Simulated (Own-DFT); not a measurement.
# Computed records: HfO2 (monoclinic hafnia, atoms displaced)

A calculation, not a measurement: plane-wave PBE density functional theory by an unreviewed code, no spin, of a simulated periodic cell, stress positive in tension, free energy of the whole cell less one offset for each atom, hafnium file: forces about 75 meV/angstrom off all-electron values; oxygen file: force components 24 meV/angstrom off all-electron in one glass; forces on such cells passed a denser k mesh, this cell's mesh not checked; offsets are fitted by least squares, one for each functional and potential file, so energies compare only between cells with the same atoms and settings and are not formation energies; the far tail of each file's local potential was reset to the Coulomb form; each entry is a single point on an unrelaxed cell, so the pressure reflects the starting lattice, mostly measured values, from which strain is counted, and rises with the displacements; printed positions are rounded, which can move forces by about a meV/angstrom; the program is a retired in-house code; no spin-orbit coupling; before rounding, a Quantum ESPRESSO 7.3.1 run of the same cell and cutoff gave forces within 1 meV/angstrom rms on each cell, which checks the program and not the settings. Program: Own-DFT development build.

Settings shared by all entries: functional PBE; potential files PseudoDojo norm-conserving, scalar-relativistic, standard set; wave cutoff 72 hartree; occupations Fermi-Dirac; smearing width 0.1 eV; k mesh 2 x 2 x 2 centred on Gamma.

(1) 
```xyz
96
Lattice="10.2340 0.0000 0.0000 0.0000 10.3500 0.0000 -1.6955 0.0000 10.4453" Properties=species:S:1:pos:R:3:force_x:R:1:force_y:R:1:force_z:R:1 formula=HfO2 free_energy_of_cell_above_offsets=-85.616 pressure=8.6 stress_xx=-8.68 stress_yy=-9.11 stress_zz=-8.01 stress_yz=-0.87 stress_xz=0.15 stress_xy=0.7
Hf     1.1708     0.3635     1.1607      3.577     -5.391      0.803
Hf     3.5883     2.9465     1.5132     -3.594     -4.425      0.057
Hf     3.0971     4.8930     4.1215     -2.006      4.635      0.847
Hf     0.8812     2.4249     3.6697      0.282     -1.414      2.913
O      0.1694     1.7629     1.9156     -3.176      2.092      -1.11
O      4.6012     4.3696     0.8952      1.624      1.377     -1.181
O      4.0387     3.4948     3.3885      4.099     -2.808       0.42
O     -0.2849     0.8753     4.4928     -0.956     -0.102     -1.092
O      1.9214     3.8319     2.6301     -0.579       1.79     -2.288
O      2.7538     1.3970     0.1559        0.6     -0.057       0.47
O      2.4334     1.1578     2.7344     -0.428      2.371      -0.04
O      1.5103     3.9114     5.0883     -0.365     -0.529      0.671
Hf     0.3357     0.2596     6.4202      1.674     -0.622     -1.888
Hf     2.6512     2.8524     6.6665      -3.05     -2.494      1.293
Hf     2.2490     4.8763     9.3445     -3.039      5.254      1.471
Hf    -0.1202     2.2346     9.0370      3.413      4.946     -3.065
O     -0.8563     1.7118     6.8514      0.138      0.362      2.507
O      3.7044     4.3368     6.0564      1.384      0.323     -0.042
O      3.3375     3.5650     8.7345      2.937     -4.191     -2.269
O     -1.0894     0.8222     9.6506     -2.572     -2.198      0.185
O      0.9103     3.9916     7.6595       1.68      -1.01      1.346
O      1.9726     1.3015     5.3817      0.325      2.088      0.392
O      1.5458     1.2765     8.0057         -1       0.99     -0.071
O      2.4014     3.7800     0.0466     -1.405      0.586     -1.766
Hf     1.1900     5.4204     1.0829     -0.256      0.849     -0.113
Hf     3.5000     7.9031     1.5428     -1.647      2.429     -1.158
Hf     3.0637    10.2248     4.1810     -1.579     -1.497     -0.363
Hf     0.9418     7.4790     3.6858     -2.465      3.887      0.057
O      0.0725     7.0455     1.8150      1.185     -2.222     -0.841
O      4.6919     9.4081     0.7844      0.105     -0.147      0.883
O      4.0773     8.7011     3.4003      2.561     -1.679      0.437
O     -0.3356     6.1097     4.4113      0.874     -0.522       0.75
O      1.9605     9.1667     2.4205     -1.032     -0.701      0.842
O      2.8072     6.4213     0.1184     -0.271      0.754      0.178
O      2.3644     6.4720     2.7096      0.872     -2.026      0.247
O      1.5780     9.0915     5.0836     -1.666     -1.708      0.323
Hf     0.4165     5.4493     6.4113     -2.199     -0.906     -1.804
Hf     2.4739     7.8211     6.7244      2.684      6.086       1.76
Hf     2.0896    10.1576     9.4915     -0.783     -1.815     -1.803
Hf     0.0203     7.5927     8.8914      0.217      0.107      2.661
O     -0.8325     6.9225     7.1708      1.823     -1.684     -1.153
O      3.6823     9.5728     6.1096       1.78      0.098      0.225
O      3.3469     8.6377     8.6364     -0.839      0.474     -0.132
O     -1.2243     6.0895     9.7096      0.492     -0.111     -0.632
O      0.9917     9.1776     7.8166     -0.297     -1.183     -0.238
O      1.9830     6.5474     5.4429     -1.127     -2.705     -2.713
O      1.6127     6.4851     8.0206     -1.092     -0.831     -0.389
O      2.3517     9.1299     0.0293     -0.893     -2.013     -1.259
Hf     6.3220     0.2808     0.9738      0.023     -2.545      1.365
Hf     8.6111     2.7720     1.5586     -1.115      0.352     -0.381
Hf     8.2967     4.9539     4.0141     -2.762      2.796      3.894
Hf     5.7964     2.4644     3.7112      3.031     -0.226      0.985
O      5.2780     1.7812     1.8588      -0.74      0.934     -0.693
O      9.6584     4.3897     0.7057      1.253     -1.676      2.428
O      9.3648     3.5334     3.3911      1.706     -2.433     -1.602
O      4.7554     0.9921     4.3646     -0.233     -0.728      1.199
O      7.0190     4.0027     2.6063     -0.217     -1.871     -1.415
O      7.8823     1.1806     0.0538      0.957      2.345      0.068
O      7.5937     1.1530     2.7213     -0.244      1.624     -0.508
O      6.5561     3.9408     5.1702     -0.612     -1.742     -0.516
Hf     5.4869     0.1896     6.3467     -0.558     -0.372     -0.559
Hf     7.6736     2.8407     6.8181      2.074     -1.052     -3.333
Hf     7.3196     4.9967     9.3362     -0.322      1.299      0.861
Hf     5.0530     2.4471     8.8961      0.774     -2.198      1.378
O      4.3432     1.7287     7.0916     -0.227      1.472     -0.169
O      8.9198     4.2557     6.0102      0.442      0.722      0.176
O      8.3843     3.2921     8.6407      1.395      0.342      1.819
O      3.7364     0.7295     9.6259      3.859      4.138     -0.056
O      6.3596     3.9993     7.7624     -3.838     -0.526      0.352
O      7.0403     1.3170     5.3836     -0.163      0.666     -0.243
O      6.6703     1.1502     8.0261     -0.843      1.644     -1.148
O      5.7572     3.7770    10.3676     -0.856     -0.559     -0.177
Hf     6.3057     5.3651     1.1773      3.103      2.006      -1.21
Hf     8.5550     8.0465     1.4530      0.043     -1.193      1.465
Hf     8.1473    10.1806     4.1894      1.363     -1.319      -0.17
Hf     5.8962     7.6958     3.6903      0.556     -2.213      1.415
O      5.1235     6.7835     1.8156      0.473      0.801      0.659
O      9.8363     9.4454     0.7499     -0.693      0.983     -0.431
O      9.3175     8.5284     3.4075     -0.459      1.779      0.604
O      4.8274     5.9720     4.3287     -1.092     -0.314      0.455
O      6.9748     9.0049     2.5969      0.005      1.289      -0.92
O      7.9581     6.4112     0.1648     -0.597      0.628       0.33
O      7.5333     6.4021     2.8305     -0.874      1.052     -1.778
O      6.5299     9.0650     5.2479      0.134     -0.329     -1.966
Hf     5.4809     5.2773     6.3370      1.814      3.621     -1.243
Hf     7.7612     7.9935     6.7528     -1.323     -2.055     -1.542
Hf     7.4729    10.1345     9.2505     -2.342     -1.427      2.208
Hf     5.0328     7.7077     8.7144     -0.465     -1.764      2.466
O      4.2162     6.8726     6.9462      1.456     -0.362     -0.238
O      8.9002     9.4477     6.0843      0.507      0.664     -0.271
O      8.5282     8.5970     8.6310     -0.473      0.804      0.325
O      3.9158     6.0802     9.4978     -0.049     -0.936      1.162
O      6.2110     9.0585     7.6072     -0.311      0.476      1.797
O      7.0437     6.4465     5.3186      0.003      1.408      1.225
O      6.7022     6.4554     8.0087      -0.76      0.341      -1.05
O      5.6425     9.0638    10.3872      1.188     -0.849     -1.347
```

Units: free_energy_of_cell_above_offsets in eV; pressure, stress_xx, stress_yy, stress_zz, stress_yz, stress_xz, stress_xy in GPa; force_x, force_y, force_z in eV/Å.

(2) 
```xyz
96
Lattice="10.2340 0.0000 0.0000 0.0000 10.3500 0.0000 -1.6955 0.0000 10.4453" Properties=species:S:1:pos:R:3:force_x:R:1:force_y:R:1:force_z:R:1 formula=HfO2 free_energy_of_cell_above_offsets=-92.888 pressure=6.37 stress_xx=-6.64 stress_yy=-5.83 stress_zz=-6.65 stress_yz=0.05 stress_xz=-0.39 stress_xy=-0.16
Hf     1.2439     0.1248     1.0545     -0.582      1.026      1.235
Hf     3.5171     2.7941     1.5236     -0.181      1.171      -0.07
Hf     3.0011     5.0123     4.1083      1.671     -0.983      1.075
Hf     0.7842     2.4649     3.6381      -0.28     -1.977      0.381
O      0.1138     1.6597     1.8443     -0.736      0.881     -0.391
O      4.7294     4.3704     0.8573     -2.791     -1.961     -0.667
O      4.1696     3.5614     3.4383      1.181     -1.993     -1.036
O     -0.3703     0.8971     4.4003      1.065      0.747      0.471
O      1.9098     3.9296     2.4872      -0.44      0.128     -0.178
O      2.8158     1.3609     0.1172      0.103      0.369      0.653
O      2.3723     1.2054     2.7644      0.413      1.341     -0.548
O      1.4751     3.8542     5.1391      -0.39     -0.263      -0.78
Hf     0.4281     0.2908     6.3650       -2.4     -1.091     -1.353
Hf     2.6256     2.7181     6.6476      1.204       2.21      2.753
Hf     2.1595     4.8930     9.3527      1.034      1.387     -0.235
Hf    -0.0384     2.3433     8.9467      0.142      2.041      0.133
O     -0.6998     1.8166     7.0466     -0.577     -0.343     -0.425
O      3.8110     4.2173     5.9563     -0.576     -0.261      0.514
O      3.3199     3.3634     8.6388     -0.583       0.72     -0.054
O     -1.1617     0.8792     9.6001     -0.517     -0.679      0.276
O      0.9472     3.8969     7.7784      1.099      0.355     -1.213
O      1.9387     1.3618     5.4017      0.219      -0.99      -1.38
O      1.5554     1.2780     8.0524      -0.11      0.656     -1.704
O      0.5737     3.8800    10.2901        0.7     -0.172      1.125
Hf     1.2054     5.4331     1.1178     -0.282     -1.095     -0.367
Hf     3.4487     8.0034     1.5527      1.516      0.383     -0.572
Hf     3.0533    10.2700     4.1286     -0.476     -3.161      0.492
Hf     0.8616     7.4580     3.7698     -1.217      2.795      -0.46
O      0.1178     6.9657     1.8062      0.246      -0.53      0.271
O      4.6085     9.4679     0.7606     -0.314     -0.426      1.071
O      4.1593     8.6402     3.4669      -0.65      0.591     -0.276
O     -0.3867     6.0495     4.4154      0.661      -0.14      0.052
O      1.8796     9.0555     2.4722      0.016      0.142      0.179
O      2.7699     6.5170     0.0787       0.05      0.669      1.441
O      2.3898     6.4623     2.8077      0.101     -0.179     -0.983
O      1.4459     8.9875     5.1013      0.103      0.269     -0.273
Hf     0.4100     5.3578     6.2573     -0.057      0.341      2.593
Hf     2.6032     8.0640     6.7428      0.659     -1.628      0.979
Hf     2.1372    10.1938     9.3428      1.982     -1.584      0.466
Hf    -0.0479     7.5640     8.9828      0.005      -0.17     -1.263
O     -0.7148     6.8892     7.0440     -0.604      0.288      0.112
O      3.7270     9.4820     6.0777      1.194      1.616     -0.875
O      3.3693     8.5960     8.6613       -1.5      1.024     -0.417
O     -1.1996     5.9795     9.6880      1.595      2.069     -0.368
O      1.0417     9.1913     7.6449     -0.091     -0.916      1.271
O      2.0032     6.4135     5.3792     -0.305      1.035     -0.021
O      1.4430     6.4319     8.0418      0.792     -0.264      -0.56
O      0.6209     9.1765    10.3221     -0.509     -2.276     -0.712
Hf     6.3599     0.2702     1.0806      1.114     -3.855     -0.758
Hf     8.5358     2.7643     1.5713      0.064      0.807     -1.746
Hf     8.1948     4.8897     4.1776     -3.308      2.443     -1.047
Hf     5.9381     2.2708     3.6295      1.197       3.39      1.086
O      5.2167     1.6409     1.8514      -2.49      1.797     -0.075
O      9.6756     4.3021     0.7866      1.607      0.429      1.313
O      9.2651     3.4377     3.4289      1.344     -0.769       0.09
O      4.8136     0.8887     4.3884     -1.609     -0.776      0.345
O      7.0207     3.9625     2.4333      0.031     -1.583      1.495
O      7.8990     1.3786     0.1618      0.262     -0.539     -0.855
O      7.4610     1.2118     2.6587      0.657       0.81      0.795
O      6.5753     3.9101     5.1401      0.341     -1.703     -0.765
Hf     5.5791     0.2633     6.2422      0.488     -2.325      1.751
Hf     7.7522     2.8934     6.7716     -1.313     -1.065      0.383
Hf     7.4018     5.0502     9.3727     -3.722     -1.816      0.125
Hf     5.0394     2.3989     8.9527      1.193     -0.156      0.335
O      4.4039     1.6381     7.0708      -1.81      1.016     -0.729
O      8.8701     4.3396     6.0509      1.059      0.174      0.037
O      8.4098     3.4768     8.6826      1.054     -0.832     -0.531
O      3.8682     0.8003     9.6967      0.756      1.611     -0.787
O      6.1656     3.9093     7.7058     -0.429     -0.479      0.265
O      7.0888     1.2901     5.2359     -0.127      1.772      1.032
O      6.6137     1.2764     7.9755      0.867      0.062     -0.571
O      5.7419     3.8336    10.3963     -0.246     -0.207     -1.079
Hf     6.3946     5.4148     1.0800      1.424      0.599     -0.202
Hf     8.5885     8.0024     1.5680         -2      0.251     -0.342
Hf     8.1698    10.1385     4.1746     -0.751     -0.879      -0.36
Hf     5.8170     7.4951     3.6849      3.506      1.735      0.869
O      5.2596     6.8830     1.8812     -2.686      0.786     -1.123
O      9.7758     9.4504     0.7463      0.305      0.355     -0.058
O      9.2353     8.6972     3.4095      2.414     -1.827     -0.009
O      4.8398     6.0533     4.4663     -2.778     -1.497     -0.171
O      6.9633     9.1099     2.5273     -0.067       0.23     -0.443
O      7.8817     6.5463     0.1503      1.667      0.106      -0.42
O      7.4614     6.3892     2.7231      1.077      0.175      0.633
O      6.5980     8.9879     5.1655     -0.889     -0.051     -0.447
Hf     5.4676     5.3636     6.3107      0.838      0.302       0.51
Hf     7.7053     7.8918     6.7893      -0.33      0.889     -1.736
Hf     7.3758    10.2033     9.2873     -2.195     -1.268      0.836
Hf     5.0958     7.5891     8.8887      0.269          0          1
O      4.3547     6.8819     7.0691     -1.114      0.298     -1.044
O      8.7716     9.5381     6.0393        1.9      0.304      1.043
O      8.4252     8.6504     8.5935      1.566     -0.804      0.903
O      4.0156     6.1045     9.6320     -2.255     -1.716      0.047
O      6.1822     9.0931     7.7462     -0.165      0.573     -0.652
O      7.0832     6.4762     5.3482      0.328      0.028      0.218
O      6.6211     6.3286     7.9074      0.769      1.175      0.454
O      5.7254     9.0093    10.3470      0.607      0.858      0.021
```

Units: free_energy_of_cell_above_offsets in eV; pressure, stress_xx, stress_yy, stress_zz, stress_yz, stress_xz, stress_xy in GPa; force_x, force_y, force_z in eV/Å.
